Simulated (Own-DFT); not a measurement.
## Calculated data, Hf₃₂O₆₃ (monoclinic hafnia with one neutral oxygen vacancy, atoms displaced)

All values are calculated (Own-DFT development build). A calculation, not a measurement: plane-wave PBE and HSE06 DFT by an unreviewed code, no spin, of a simulated cell at Gamma alone, so results move with cell size and shape, stress positive in tension, energies less offsets, not probed for a lower state with spin; hafnium file: forces about 75 meV/angstrom off all-electron values; oxygen file: force components 24 meV/angstrom off all-electron in a glass; k mesh not checked against a denser one; forces and stress are PBE's, HSE06 gives the energy alone, and its difference from PBE has offsets of its own; offsets are fitted by least squares, one for each functional and potential file, so energies compare only between cells with the same atoms and settings and are not formation energies; the far tail of each file's local potential was reset to the Coulomb form; each entry is a single point on an unrelaxed cell, so the pressure reflects the starting lattice, mostly measured values, from which strain is counted, and rises with the displacements; printed positions are rounded, which can move forces by about a meV/angstrom; the program is a retired in-house code; no spin-orbit coupling.

```cif
# cell vector a (Å): 10.2340 0.0000 0.0000
# cell vector b (Å): 0.0000 10.3500 0.0000
# cell vector c (Å): -1.6955 0.0000 10.4453
data_Hf32O63
_symmetry_space_group_name_H-M 'P 1'
_symmetry_Int_Tables_number 1
_cell_length_a 10.2340
_cell_length_b 10.3500
_cell_length_c 10.5820
_cell_angle_alpha 90.000
_cell_angle_beta 99.220
_cell_angle_gamma 90.000
_cell_volume 1106.39
loop_
_atom_site_label
_atom_site_type_symbol
_atom_site_fract_x
_atom_site_fract_y
_atom_site_fract_z
_atom_site_occupancy
Hf1 Hf 0.14315 0.01271 0.10551 1
Hf2 Hf 0.37416 0.28562 0.13945 1
Hf3 Hf 0.36729 0.47226 0.39659 1
Hf4 Hf 0.14861 0.23218 0.35504 1
O1 O 0.03487 0.15385 0.16267 1
O2 O 0.45850 0.40494 0.07711 1
O3 O 0.45683 0.33333 0.33989 1
O4 O 0.01824 0.08357 0.41735 1
O5 O 0.23595 0.38384 0.23204 1
O6 O 0.27708 0.14533 0.00916 1
O7 O 0.28220 0.12753 0.26602 1
O8 O 0.22130 0.36341 0.47709 1
Hf5 Hf 0.15136 0.01674 0.60169 1
Hf6 Hf 0.36983 0.25990 0.65502 1
Hf7 Hf 0.35554 0.47674 0.89501 1
Hf8 Hf 0.13561 0.22782 0.85111 1
O9 O 0.03444 0.16504 0.67627 1
O10 O 0.46571 0.40850 0.55995 1
O11 O 0.46578 0.34027 0.82369 1
O12 O 0.03214 0.07249 0.91980 1
O13 O 0.23313 0.38520 0.75248 1
O14 O 0.28352 0.11880 0.50678 1
O15 O 0.28441 0.11265 0.74853 1
O16 O 0.22373 0.36730 0.99066 1
Hf9 Hf 0.12281 0.52674 0.09117 1
Hf10 Hf 0.36800 0.77247 0.13374 1
Hf11 Hf 0.35827 0.97201 0.40316 1
Hf12 Hf 0.13224 0.71771 0.35779 1
O17 O 0.04607 0.65561 0.18092 1
O18 O 0.46859 0.91643 0.08104 1
O19 O 0.45034 0.83192 0.33881 1
O20 O 0.04115 0.58398 0.41150 1
O21 O 0.22279 0.87503 0.24952 1
O22 O 0.27877 0.63505 0.01356 1
O23 O 0.28223 0.61675 0.25479 1
O24 O 0.22203 0.86873 0.49125 1
Hf13 Hf 0.13615 0.52206 0.59626 1
Hf14 Hf 0.36563 0.77844 0.65080 1
Hf15 Hf 0.35903 0.98593 0.89777 1
Hf16 Hf 0.12976 0.72491 0.85093 1
O25 O 0.05063 0.65890 0.68028 1
O26 O 0.47777 0.90040 0.58861 1
O27 O 0.46016 0.84275 0.83582 1
O28 O 0.03082 0.58290 0.93150 1
O29 O 0.23684 0.87800 0.75315 1
O30 O 0.29331 0.63653 0.51630 1
O31 O 0.26425 0.62153 0.75430 1
O32 O 0.23933 0.88979 0.99338 1
Hf17 Hf 0.63878 0.02758 0.09915 1
Hf18 Hf 0.86424 0.27361 0.15337 1
Hf19 Hf 0.86360 0.46534 0.37748 1
Hf20 Hf 0.62942 0.22966 0.36767 1
O33 O 0.53853 0.16450 0.17802 1
O34 O 0.95740 0.40909 0.07474 1
O35 O 0.96672 0.32778 0.32570 1
O36 O 0.54309 0.10000 0.41251 1
O37 O 0.72471 0.37460 0.24978 1
O38 O 0.76785 0.13566 0.01652 1
O39 O 0.78162 0.10490 0.26619 1
O40 O 0.72273 0.37745 0.49614 1
Hf21 Hf 0.63626 0.02124 0.60309 1
Hf22 Hf 0.86403 0.28022 0.64869 1
Hf23 Hf 0.85627 0.47631 0.88815 1
Hf24 Hf 0.64120 0.23494 0.84700 1
O41 O 0.52050 0.17484 0.67311 1
O42 O 0.96453 0.42168 0.57637 1
O43 O 0.95632 0.33435 0.82649 1
O44 O 0.53827 0.10223 0.92109 1
O45 O 0.72051 0.38484 0.73045 1
O46 O 0.77266 0.11789 0.51004 1
O47 O 0.77316 0.11741 0.74134 1
O48 O 0.71889 0.36651 0.98665 1
Hf25 Hf 0.62672 0.52514 0.09885 1
Hf26 Hf 0.85263 0.76829 0.14298 1
Hf27 Hf 0.84890 0.97941 0.39501 1
Hf28 Hf 0.63838 0.73799 0.36068 1
O49 O 0.53351 0.66971 0.17365 1
O50 O 0.95929 0.91835 0.08735 1
O51 O 0.94976 0.82320 0.32831 1
O52 O 0.52716 0.59566 0.41100 1
O53 O 0.71933 0.88087 0.23505 1
O54 O 0.76467 0.63653 0.01038 1
O55 O 0.76658 0.62441 0.25372 1
O56 O 0.73326 0.87825 0.50352 1
Hf29 Hf 0.62917 0.52338 0.59588 1
Hf30 Hf 0.86505 0.79116 0.65196 1
Hf31 Hf 0.85504 0.97315 0.88690 1
Hf32 Hf 0.63719 0.73525 0.85986 1
O57 O 0.54659 0.67238 0.68419 1
O58 O 0.97267 0.91619 0.59314 1
O59 O 0.94207 0.83252 0.83257 1
O60 O 0.52687 0.58204 0.92553 1
O61 O 0.72120 0.88701 0.72354 1
O62 O 0.78276 0.63157 0.49792 1
O63 O 0.78226 0.60400 0.75277 1
_calc_first_functional 'PBE'
_calc_second_functional 'HSE06'
_calc_exact_exchange_share 0.25
_calc_screening 0.11  # 1/bohr
_calc_exchange_divergence 'Gygi-Baldereschi'
_calc_potential_files 'PseudoDojo norm-conserving, scalar-relativistic, made for PBE, standard set'
_calc_wave_cutoff 48  # hartree
_calc_occupations 'fixed'
_calc_k_mesh '1 x 1 x 1 centred on Gamma'
_calc_PBE_energy_of_cell_above_offsets '-80.186'  # eV
_calc_HSE06_less_PBE_above_offsets '0.585'  # eV
_calc_PBE_pressure 9.62  # GPa
_calc_PBE_stress_xx -9.24  # GPa
_calc_PBE_stress_yy -10.98  # GPa
_calc_PBE_stress_zz -8.65  # GPa
_calc_PBE_stress_yz 0.77  # GPa
_calc_PBE_stress_xz 0.65  # GPa
_calc_PBE_stress_xy -1.26  # GPa
```

Force:
| element | x (eV/Å) | y (eV/Å) | z (eV/Å) |
| --- | --- | --- | --- |
| Hf | -1.146 | 1.613 | 1.329 |
| Hf | -7.113 | -8.398 | 4.59 |
| Hf | -2.916 | 3.843 | -2.255 |
| Hf | -0.484 | -2.971 | -2.578 |
| O | -0.733 | 1.958 | 0.96 |
| O | 6.553 | 7.727 | -3.424 |
| O | 2.86 | -2.234 | -1.977 |
| O | 2.52 | 0.553 | 1.271 |
| O | -1.575 | -0.546 | 0.291 |
| O | 0.024 | -1.72 | -1.039 |
| O | -0.239 | -1.517 | 0.047 |
| O | -0.116 | 1.484 | 2.43 |
| Hf | -2.867 | 0.574 | -0.544 |
| Hf | -4.732 | 4.386 | -2.179 |
| Hf | -0.693 | 0.772 | -0.373 |
| Hf | -0.344 | -0.592 | 1.172 |
| O | 0.7 | 0.213 | -0.308 |
| O | 0.475 | -0.087 | 3.017 |
| O | 0.746 | -0.05 | 0.38 |
| O | 0.683 | 0.702 | -0.545 |
| O | -1.48 | -1.111 | -2.167 |
| O | -0.79 | 0.933 | 1.036 |
| O | -1.013 | 0.746 | 0.934 |
| O | -0.496 | 1.436 | -1.154 |
| Hf | 3.975 | -3.142 | 4.524 |
| Hf | -2.122 | -0.464 | 3.715 |
| Hf | -0.322 | 1.119 | -2.877 |
| Hf | 3.794 | 4.218 | -2.194 |
| O | -3.12 | 2.046 | -0.679 |
| O | 1.309 | 1.238 | -0.794 |
| O | 2.851 | -0.861 | -0.666 |
| O | -2.623 | -4.119 | 2.271 |
| O | -0.116 | 0.813 | -1.409 |
| O | -0.886 | -0.413 | -2.204 |
| O | -0.487 | 0.591 | 0.475 |
| O | -0.103 | 0.452 | 1.243 |
| Hf | 1.629 | -0.767 | 0.517 |
| Hf | -1.04 | -3.075 | 0.575 |
| Hf | 1.327 | 1.315 | 0.687 |
| Hf | 1.946 | 0.567 | 0.349 |
| O | -3.354 | 2.008 | -0.476 |
| O | 0.346 | 2.654 | -1.813 |
| O | 2.507 | -1.407 | 0.213 |
| O | -0.918 | 1.484 | -3.349 |
| O | -2.005 | 0.231 | -1.363 |
| O | -1.534 | -0.975 | -0.183 |
| O | 1.632 | -0.32 | 1.814 |
| O | -2.168 | -2.299 | -0.382 |
| Hf | -0.209 | 0.297 | 1.58 |
| Hf | -0.081 | -3.364 | -1.682 |
| Hf | -2.167 | 3.915 | 3.445 |
| Hf | 4.848 | 4.713 | -3.355 |
| O | 0.261 | 0.535 | -0.129 |
| O | 0.5 | 1.095 | -0.144 |
| O | 1.177 | -0.34 | 0.088 |
| O | -6.056 | -7.837 | 3.718 |
| O | -0.173 | 0.434 | -1.827 |
| O | 1.343 | -0.305 | -1.29 |
| O | -1.032 | 2.722 | -1.68 |
| O | 0.739 | -0.788 | -0.835 |
| Hf | 0.522 | 1.462 | -0.822 |
| Hf | -0.066 | -1.569 | -1.9 |
| Hf | -1.404 | 0.131 | 0.977 |
| Hf | 0.144 | -0.046 | 1.322 |
| O | 5.859 | -4.026 | -0.216 |
| O | 0.486 | -0.167 | -0.54 |
| O | 1.168 | -0.525 | 0.266 |
| O | -1.369 | -1.546 | -0.014 |
| O | -0.432 | -1.419 | 0.948 |
| O | 0.303 | 2.121 | 0.664 |
| O | -0.719 | 0.895 | 2.179 |
| O | 0.044 | 1.498 | 0.07 |
| Hf | 1.005 | -0.168 | 1.253 |
| Hf | 1.381 | 1.494 | 1.788 |
| Hf | 3.172 | -0.226 | -0.228 |
| Hf | 0.335 | -1.074 | -0.64 |
| O | 0.47 | -0.348 | -0.469 |
| O | -0.166 | -0.929 | -1.204 |
| O | 0.826 | -0.278 | 0.556 |
| O | 0.792 | -0.826 | 1.57 |
| O | -0.766 | -0.929 | -0.396 |
| O | 0.101 | -0.512 | -0.984 |
| O | 0.516 | -1.308 | -0.064 |
| O | -1.795 | -0.883 | -1.641 |
| Hf | 1.512 | 0.933 | -0.426 |
| Hf | -0.609 | -4.945 | -2.794 |
| Hf | -0.927 | 3.984 | 2.882 |
| Hf | -0.686 | -0.851 | -0.8 |
| O | -0.814 | -0.146 | -0.426 |
| O | 1.571 | 0.917 | -0.426 |
| O | 3.489 | -3.139 | 0.295 |
| O | 0.652 | 0.951 | -0.142 |
| O | -0.883 | -1.149 | 3.225 |
| O | -0.959 | 0.617 | 0.817 |
| O | -0.245 | 2.325 | 0.515 |
